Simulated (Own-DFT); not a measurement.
## Calculated data, Hf36O71 (tetragonal hafnia with one neutral oxygen vacancy, atoms displaced)

Computed with Own-DFT development build. A calculation, not a measurement: plane-wave PBE and HSE06 DFT by an unreviewed code, no spin, of a simulated cell at Gamma alone, so results move with cell size and shape, stress positive in tension, energies less offsets, not probed for a lower state with spin; hafnium file: forces about 75 meV/angstrom off all-electron values; oxygen file: force components 24 meV/angstrom off all-electron in a glass; k mesh not checked against a denser one; forces and stress are PBE's, HSE06 gives the energy alone, and its difference from PBE has offsets of its own; offsets are fitted by least squares, one for each functional and potential file, so energies compare only between cells with the same atoms and settings and are not formation energies; the far tail of each file's local potential was reset to the Coulomb form; each entry is a single point on an unrelaxed cell, so the pressure reflects the starting lattice, taken from the Materials Project, from which strain is counted, and rises with the displacements; printed positions are rounded, which can move forces by about a meV/angstrom; the program is a retired in-house code; no spin-orbit coupling.

Common to all runs: first functional PBE; second functional HSE06; exact exchange share 0.25; screening 0.11 1/bohr; exchange divergence Gygi-Baldereschi; potential files PseudoDojo norm-conserving, scalar-relativistic, made for PBE, standard set; wave cutoff 48 hartree; occupations fixed; k mesh 1 x 1 x 1 centred on Gamma.

(1) Hf36O71 (tetragonal hafnia with one neutral oxygen vacancy, atoms displaced)

```xyz
107
Lattice="10.7800 0.0000 0.0000 0.0000 10.7800 0.0000 0.0000 0.0000 10.4493" Properties=species:S:1:pos:R:3 Hf36O71
Hf    10.7373    10.6749     0.0347
Hf     1.6723     1.8955     2.5372
O      0.0713     1.8590     1.6542
O      1.8526     0.1122     3.6116
O     10.6956     1.7453     4.2412
O      1.8228     0.0742     0.9856
Hf     0.0007    10.7779     5.1577
Hf     1.6512     1.7170     8.0053
O      0.0416     1.7989     6.8062
O      1.7065     0.0015     8.7517
O      0.0588     1.7836     9.4253
O      1.7891     0.0804     6.2918
Hf    10.6596     3.5363    10.4225
Hf     1.8763     5.4507     2.6597
O      0.1854     5.4243     1.5387
O      1.8150     3.6040     3.5982
O     10.6786     5.4675     4.1693
O      1.8803     3.6991     0.8219
Hf     0.0026     3.6171     5.3083
Hf     1.7230     5.3506     7.8873
O     10.7608     5.3454     6.7805
O      1.8659     3.6304     8.8643
O      0.1090     5.2995     9.4877
O      1.7497     3.6990     6.2896
Hf     0.1323     7.0838    10.4365
Hf     1.7974     9.0273     2.5155
O     10.7088     8.8948     1.6743
O      1.7439     7.1241     3.5227
O     10.6054     9.0693     4.3847
O      1.7622     7.0297     1.1610
Hf     0.0681     7.2744     5.0918
Hf     1.8269     8.9894     7.8589
O     10.6979     9.0582     6.9081
O      1.7899     7.2149     8.8126
O      0.0142     9.0652     9.3955
O      1.7348     7.2627     6.2175
Hf     3.5958    10.7360    10.3888
Hf     5.2871     1.9593     2.5791
O      3.5562     1.8756     1.4984
O      5.2947    10.7187     3.6720
O      3.4885     1.8524     4.2786
O      5.3992    10.7455     0.9615
Hf     3.7509     0.0194     5.1807
Hf     5.4015     1.8804     7.7895
O      3.7062     1.8409     6.9140
O      5.4122     0.1052     8.7660
O      3.7405     1.8180     9.4429
O      5.3960    10.6425     6.3272
Hf     3.5238     3.5463    10.3575
Hf     5.3471     5.3213     2.4964
O      3.6639     5.4040     1.6892
O      5.3061     3.4812     3.5568
O      3.6371     5.3723     4.0803
O      5.4662     3.5303     0.9057
Hf     3.6257     3.5379     5.2934
Hf     5.2037     5.4790     7.8165
O      3.5405     5.2755     6.7519
O      5.3617     3.5578     8.8300
O      3.6323     5.4805     9.4511
O      5.3454     3.5339     6.2140
Hf     3.5731     7.2386     0.1458
Hf     5.5100     9.0632     2.7605
O      3.5563     9.0534     1.6799
O      5.4206     7.2922     3.5305
O      3.5433     8.9425     4.0262
O      5.4744     7.3060     1.0193
Hf     3.5790     7.1541     5.3042
Hf     5.3226     8.8972     7.8108
O      5.2711     7.1711     8.9563
O      3.4641     8.9153     9.4501
O      5.4366     7.2705     6.3876
Hf     7.2856     0.0927    10.4223
Hf     9.1227     1.6857     2.6690
O      7.2127     1.7142     1.4916
O      8.9770     0.0052     3.5205
O      7.2085     1.7034     4.1837
O      8.9695    10.7155     0.9003
Hf     7.1889     0.1327     5.2617
Hf     8.9764     1.8990     7.9607
O      7.1519     1.6997     6.8640
O      9.0061     0.0274     8.8678
O      7.1469     1.9368     9.2894
O      8.8302     0.0999     6.2225
Hf     6.9919     3.6762     0.0508
Hf     9.0007     5.4864     2.7239
O      7.2945     5.2554     1.5423
O      8.9181     3.7094     3.8693
O      7.2066     5.3933     4.1689
O      9.0715     3.5040     1.0255
Hf     7.1588     3.7134     5.3443
Hf     8.8732     5.3474     7.7953
O      7.2031     5.2276     6.7996
O      8.9279     3.4925     8.9768
O      7.0698     5.4556     9.5019
O      8.9713     3.4950     6.2705
Hf     7.0621     7.2024    10.3959
Hf     8.9146     8.8246     2.6128
O      7.1450     9.0081     1.5930
O      8.8068     7.1900     3.6575
O      7.0653     9.0086     4.1753
O      8.8584     7.2056     0.9827
Hf     7.1609     7.3850     5.1429
Hf     8.7353     8.9454     7.7831
O      7.1766     9.0031     6.8304
O      8.8596     7.1606     8.9780
O      7.3341     9.0157     9.4138
O      8.9247     7.0065     6.3019
```

```
PBE energy of cell above offsets : -87.030 eV
HSE06 less PBE above offsets     : 0.539 eV
PBE pressure                     : 6.35 GPa
PBE stress xx                    : -6.45 GPa
PBE stress yy                    : -6.58 GPa
PBE stress zz                    : -6.02 GPa
PBE stress yz                    : -0.65 GPa
PBE stress xz                    : -1.01 GPa
PBE stress xy                    : -0.18 GPa
```

Force:
| element | x (eV/Å) | y (eV/Å) | z (eV/Å) |
| --- | --- | --- | --- |
| Hf | 0.281 | 0.097 | -1.692 |
| Hf | 5.269 | -0.689 | 2.257 |
| O | -2.945 | -0.452 | -2.354 |
| O | -1.25 | -1.552 | -0.607 |
| O | 0.003 | 1.75 | -1.119 |
| O | -1.014 | -0.926 | -0.135 |
| Hf | 0.623 | 2.056 | 4.178 |
| Hf | 1.676 | 2.204 | -3.603 |
| O | -0.882 | 0.516 | 0.471 |
| O | 1.166 | -1.703 | 2.552 |
| O | -0.174 | -0.498 | 0.408 |
| O | 1.132 | -1.055 | -1.106 |
| Hf | 1.308 | 0.977 | 1.102 |
| Hf | -0.865 | -3.04 | -1.114 |
| O | -3.154 | -0.164 | 0.719 |
| O | -0.974 | 0.314 | 0.276 |
| O | 0.528 | -0.054 | 0.163 |
| O | -2.492 | -0.616 | 2.189 |
| Hf | -0.737 | -0.054 | -0.574 |
| Hf | -0.492 | -0.515 | -0.652 |
| O | -0.446 | -0.009 | 0.931 |
| O | 0.465 | -0.906 | -0.538 |
| O | -0.398 | 1.228 | -1.394 |
| O | 0.99 | -0.346 | -0.625 |
| Hf | -2.735 | 0.464 | -0.121 |
| Hf | 1.211 | 1.224 | 1.802 |
| O | 0.897 | 0.361 | -0.482 |
| O | -0.715 | 3.503 | 2.863 |
| O | 0.066 | -2.458 | -3.121 |
| O | 2.051 | 2.204 | -2.001 |
| Hf | -0.955 | -1.727 | 2.974 |
| Hf | -1.873 | 0.38 | -1.719 |
| O | 0.254 | -0.483 | -0.453 |
| O | -0.759 | -0.963 | 1.124 |
| O | 0.752 | -2.088 | 1.564 |
| O | 1.295 | 0.086 | -0.412 |
| Hf | 2.223 | 1.494 | 0.889 |
| Hf | 1.341 | -5.972 | -2.731 |
| O | -0.01 | 0.261 | 1.097 |
| O | -0.421 | 3.559 | 1.04 |
| O | 1.201 | -1.03 | -0.452 |
| O | -0.847 | -0.181 | -0.353 |
| Hf | -2.44 | -0.007 | 0.193 |
| Hf | 0.953 | -1.309 | 1.884 |
| O | -3.332 | -0.081 | -1.834 |
| O | -0.557 | -3.058 | 0.652 |
| O | -1.586 | -1.414 | 0.086 |
| O | -0.615 | -0.467 | -1.295 |
| Hf | 1.231 | 0.03 | -0.804 |
| Hf | 3.257 | 1.485 | 2.557 |
| O | -1.008 | 0.354 | -2.64 |
| O | 0.462 | 4.413 | 1.86 |
| O | 0.537 | 0.51 | 2.139 |
| O | -6.769 | 0.157 | 4.519 |
| Hf | -2.49 | 0.229 | -0.38 |
| Hf | 1.661 | -1.625 | 1.99 |
| O | 0.155 | 1.684 | 0.113 |
| O | -0.183 | 3.316 | -0.086 |
| O | -0.204 | -0.392 | -0.069 |
| O | 1.066 | 0.82 | 0.048 |
| Hf | 1.072 | -0.583 | -0.544 |
| Hf | -1.835 | -0.187 | -3.987 |
| O | 0.311 | -0.822 | -2.185 |
| O | 0.128 | -3.233 | 1.921 |
| O | -0.506 | -0.6 | 3.447 |
| O | -3.223 | -1.083 | 0.979 |
| Hf | -0.14 | 0.891 | -1.75 |
| Hf | -0.202 | 2.527 | 0.874 |
| O | 0.457 | 1.131 | -0.912 |
| O | 0.42 | 0.924 | -0.462 |
| O | -0.82 | -0.851 | -1.208 |
| Hf | -2.918 | 0.996 | -1.226 |
| Hf | -3.215 | 3.566 | -0.374 |
| O | -0.199 | 0.495 | 1.241 |
| O | 0.006 | -2.636 | 0.602 |
| O | -0.459 | 2.392 | -0.489 |
| O | 1.816 | 0.43 | 2.22 |
| Hf | -0.912 | -0.178 | 0.423 |
| Hf | -0.967 | -3.178 | -2.435 |
| O | 0.592 | 0.773 | -1.421 |
| O | -0.246 | 0.401 | -0.385 |
| O | 0.533 | -1.267 | 1.669 |
| O | 2.913 | -0.905 | -0.206 |
| Hf | 7.784 | -0.98 | -3.667 |
| Hf | 0.205 | -3.581 | -1.671 |
| O | -1.664 | 0.222 | 0.963 |
| O | 0.616 | -1.128 | -2.073 |
| O | -1.367 | 1.01 | 0.657 |
| O | -1.35 | 0.145 | 1.116 |
| Hf | 2.118 | -1.189 | -1.96 |
| Hf | 1.399 | 1.373 | 1.004 |
| O | -2.256 | 0.133 | 0.593 |
| O | 1.281 | 3.763 | -0.096 |
| O | -0.189 | -1.27 | -1.735 |
| O | -0.044 | 0.201 | 1.578 |
| Hf | 3.351 | 1.112 | -0.179 |
| Hf | -0.816 | 2.443 | -2.463 |
| O | 1.45 | 0.299 | 0.426 |
| O | 0.526 | 0.969 | 1.346 |
| O | 1.403 | 1.993 | 0.167 |
| O | 1.885 | -0.07 | 1.452 |
| Hf | 0.346 | -3.731 | 1.299 |
| Hf | 5.782 | 0.214 | 3.251 |
| O | -3.192 | -0.971 | -2.534 |
| O | 1.032 | -1.043 | -2.244 |
| O | -1.447 | -0.105 | -0.032 |
| O | -0.191 | 1.335 | -1.169 |

(2) Hf36O71 (tetragonal hafnia with one neutral oxygen vacancy, atoms displaced)

```xyz
107
Lattice="10.7800 0.0000 0.0000 0.0000 10.7800 0.0000 0.0000 0.0000 10.4493" Properties=species:S:1:pos:R:3 Hf36O71
Hf     0.0086     0.0054     0.0269
Hf     1.7806     1.9533     2.6713
O      0.0507     1.9542     1.7346
O      1.7871     0.0907     3.4900
O     10.6124     1.7744     4.2023
O      1.7588     0.0727     1.0322
Hf     0.0271    10.7257     5.3028
Hf     1.7260     1.7717     7.6827
O     10.6527     1.7155     6.9060
O      1.6913     0.0489     8.8248
O     10.7327     1.7896     9.3794
O      1.8488     0.0869     6.1528
Hf     0.1709     3.6922    10.3330
Hf     1.8261     5.4811     2.4836
O      0.0177     5.3067     1.6733
O      1.7262     3.6708     3.7099
O     10.6550     5.3178     4.1554
O      1.9667     3.7047     0.9369
Hf    10.7717     3.5962     5.0582
Hf     1.7122     5.4626     7.8483
O      0.1511     5.4216     6.8288
O      1.8363     3.5719     8.9635
O      0.1016     5.4186     9.4470
O      1.7298     3.7020     6.1911
Hf    10.7357     7.1744     0.1134
Hf     1.9458     8.9149     2.4894
O     10.6809     9.0906     1.4455
O      1.8523     6.9918     3.5494
O     10.7072     9.0164     4.2727
O      1.8356     7.1704     1.0425
Hf    10.7035     7.3248     5.3305
Hf     2.0128     8.9690     7.8992
O     10.5771     9.0950     6.7840
O      1.8234     7.0402     8.7057
O     10.7228     9.0274     9.3086
O      1.7648     7.1777     6.2234
Hf     3.4933    10.7245    10.3743
Hf     5.4348     1.8074     2.6385
O      3.7394     1.9159     1.5839
O      5.3426    10.6930     3.7396
O      3.4467     1.8476     4.1397
O      5.4001    10.6927     1.0362
Hf     3.6069     0.0284     5.2620
Hf     5.3952     1.7704     7.9217
O      3.7478     1.7683     6.8037
O      5.3599    10.7441     8.9444
O      3.5831     1.7858     9.2880
O      5.3623    10.6804     6.3465
Hf     3.5960     3.6513     0.0786
Hf     5.3947     5.3144     2.6146
O      3.5824     5.3703     1.6409
O      5.5914     3.6358     3.6235
O      3.6111     5.4126     4.2849
O      5.3746     3.5473     1.1017
Hf     3.7469     3.7008     5.3030
Hf     5.4045     5.4373     7.8788
O      3.7122     5.3148     6.8102
O      5.2644     3.4440     8.9431
O      3.5693     5.4601     9.5299
O      5.4630     3.6319     6.3118
Hf     3.3416     7.1892     0.0557
Hf     5.2958     8.8073     2.5931
O      5.2224     7.0438     3.6739
O      3.6753     8.8528     4.2325
O      5.4701     7.0119     1.0920
Hf     3.5411     7.0961     5.2460
Hf     5.4796     9.0306     7.8624
O      3.6502     8.9919     6.7471
O      5.3525     7.2935     8.7983
O      3.6792     8.9439     9.3616
O      5.4384     7.2708     6.2240
Hf     7.1629     0.1477     0.1027
Hf     9.1763     1.7665     2.6368
O      7.1508     1.6383     1.4359
O      8.9932    10.7417     3.5075
O      7.1200     1.8559     4.1782
O      9.0753    10.7108     1.0077
Hf     7.3060    10.7253     5.3046
Hf     9.0954     1.7665     7.8174
O      7.1284     1.8143     6.8949
O      9.0537    10.7694     8.8546
O      7.1478     1.7430     9.4886
O      8.9821     0.1218     6.1570
Hf     7.1674     3.6309    10.4425
Hf     9.0323     5.4111     2.7353
O      7.2034     5.5511     1.6595
O      9.1299     3.6281     3.5259
O      7.2417     5.3526     4.1552
O      9.0426     3.6420     0.8168
Hf     7.1785     3.4196     5.2791
Hf     9.0540     5.3397     7.7372
O      7.2541     5.4702     6.7549
O      8.9469     3.6502     8.8140
O      7.1770     5.4222     9.4201
O      8.9652     3.5314     6.3393
Hf     7.1268     7.0717    10.4026
Hf     9.0006     8.9777     2.6517
O      7.2456     8.8959     1.7620
O      9.0868     7.2030     3.8543
O      7.2823     8.8032     4.3939
O      8.9933     7.1350     1.0446
Hf     7.3265     7.1972     5.1665
Hf     8.9760     9.1659     7.8323
O      7.1940     8.9515     6.7812
O      8.8710     7.1657     8.8401
O      7.0877     8.9865     9.4790
O      9.0783     7.2548     6.3300
```

```
PBE energy of cell above offsets : -86.138 eV
HSE06 less PBE above offsets     : 0.557 eV
PBE pressure                     : 6.44 GPa
PBE stress xx                    : -7.38 GPa
PBE stress yy                    : -5.31 GPa
PBE stress zz                    : -6.64 GPa
PBE stress yz                    : -1.02 GPa
PBE stress xz                    : 1.63 GPa
PBE stress xy                    : -0.07 GPa
```

Force:
| element | x (eV/Å) | y (eV/Å) | z (eV/Å) |
| --- | --- | --- | --- |
| Hf | -0.765 | -0.757 | -1.758 |
| Hf | 3.33 | -0.891 | 0.036 |
| O | 0.797 | -0.039 | -2.488 |
| O | -0.147 | -2.329 | 0.624 |
| O | 0.863 | -0.937 | 0.843 |
| O | 1.353 | -0.941 | -0.496 |
| Hf | 0.147 | 0.102 | -1.79 |
| Hf | 2.584 | 1.687 | 2.109 |
| O | 5.137 | -0.34 | -3.421 |
| O | 1.192 | -1.388 | -0.498 |
| O | 0.296 | 0.932 | 0.796 |
| O | -1.463 | -0.014 | 1.46 |
| Hf | -1.638 | -2.108 | 1.191 |
| Hf | -0.725 | -4.592 | 1.936 |
| O | 0.45 | 0.845 | -2.042 |
| O | -0.247 | 0.16 | -1.456 |
| O | 0.463 | 2.21 | 1.291 |
| O | -4.632 | -0.608 | 2.665 |
| Hf | 0.119 | 1.256 | 1.312 |
| Hf | 2.991 | -6.15 | -1.686 |
| O | -3.988 | 0.026 | -1.145 |
| O | -0.666 | 0.023 | -2.021 |
| O | -0.138 | 1.295 | -0.32 |
| O | 1.141 | -1.886 | 0.63 |
| Hf | -3.483 | 1.392 | -1.975 |
| Hf | -1.33 | 1.974 | 2.318 |
| O | 2.934 | -2.141 | 1.375 |
| O | -0.375 | 5.016 | 1.244 |
| O | 1.053 | 0.307 | -0.903 |
| O | -4.728 | 0.906 | 2.011 |
| Hf | 0.241 | -1.845 | -0.908 |
| Hf | -1.436 | -0.031 | -0.925 |
| O | 4.231 | 0.515 | -1.285 |
| O | 0.763 | 6.924 | 3.861 |
| O | 1.315 | -1.552 | 1.58 |
| O | 0.223 | 0.947 | 0.523 |
| Hf | 2.522 | 2.953 | -0.006 |
| Hf | -0.01 | -1.251 | -0.25 |
| O | -2.449 | -0.727 | -0.043 |
| O | 0.253 | 0.308 | -0.998 |
| O | 1.251 | 0.405 | 1.364 |
| O | -2.389 | -0.935 | 0.541 |
| Hf | 3.135 | 0.105 | -1.72 |
| Hf | -0.295 | -1.196 | 0.68 |
| O | -2.665 | 0.189 | -1.297 |
| O | -0.273 | 0.841 | -0.133 |
| O | -1.098 | -1.234 | 1.888 |
| O | 1.217 | 0.581 | -0.898 |
| Hf | 3.603 | -1.904 | -2.962 |
| Hf | 1.523 | 1.673 | -0.259 |
| O | 0.722 | 0.493 | -0.81 |
| O | -1.576 | -1.636 | 1.287 |
| O | -0.052 | -2.463 | -0.957 |
| O | 1.686 | 1.22 | -0.145 |
| Hf | -1.968 | -1.193 | -0.134 |
| Hf | 1.371 | 0.548 | -0.543 |
| O | -1.637 | 0.446 | 0.587 |
| O | 1.161 | 3.318 | -0.033 |
| O | 0.489 | -0.227 | -0.317 |
| O | 0.146 | -0.051 | -0.102 |
| Hf | 8.445 | -0.829 | -3.535 |
| Hf | 1.076 | 0.574 | 0.405 |
| O | 0.981 | 1.379 | -0.946 |
| O | -1.784 | 1.62 | -1.704 |
| O | -3.033 | 1.914 | -0.599 |
| Hf | 2.845 | 1.118 | 0.779 |
| Hf | 0.831 | -0.124 | -0.693 |
| O | -1.844 | 0.207 | 1.072 |
| O | 0.285 | -2.757 | 0.698 |
| O | -2.825 | 0.014 | 0.791 |
| O | -0.824 | -0.825 | -0.193 |
| Hf | 0.046 | -3.467 | -0.872 |
| Hf | -3.149 | 0.587 | -0.813 |
| O | 0.788 | 1.861 | 3.139 |
| O | -0.771 | 0.615 | 1.92 |
| O | 1.004 | -2.827 | -0.184 |
| O | -1.131 | 1.363 | 0.192 |
| Hf | -4.826 | -0.561 | -1.593 |
| Hf | -5.15 | 2.024 | 3.375 |
| O | 1.456 | -0.602 | -1.174 |
| O | -0.589 | 1.866 | 0.37 |
| O | 0.322 | 2.053 | -1.43 |
| O | 0.756 | 0.037 | 1.4 |
| Hf | 0.902 | -0.926 | 0.112 |
| Hf | -1.522 | 0.867 | -0.753 |
| O | 0.468 | -1.532 | -0.619 |
| O | -0.925 | -2.245 | 0.501 |
| O | 0.617 | -0.051 | 0.48 |
| O | -0.758 | -0.331 | 0.868 |
| Hf | 0.361 | 3.381 | 0.66 |
| Hf | -1.527 | 1.351 | 0.386 |
| O | -0.328 | -0.403 | 1.307 |
| O | 0.319 | -0.644 | -0.242 |
| O | -1.192 | -2.316 | -0.758 |
| O | 1.049 | 0.18 | -1.7 |
| Hf | 1.122 | 3.042 | 0.544 |
| Hf | -0.367 | -1.033 | -0.83 |
| O | -1.227 | 0.122 | 0.294 |
| O | 0.106 | -0.079 | -2.051 |
| O | -0.173 | 6.48 | -3.403 |
| O | 0.996 | -0.019 | 0.246 |
| Hf | -1.424 | -5.876 | 3.964 |
| Hf | -1.906 | -4.393 | 1.924 |
| O | 1.403 | 1.446 | 0.56 |
| O | 1.092 | 0.04 | 0.165 |
| O | 0.54 | 0.313 | 0.25 |
| O | -1.058 | -0.853 | 0.255 |
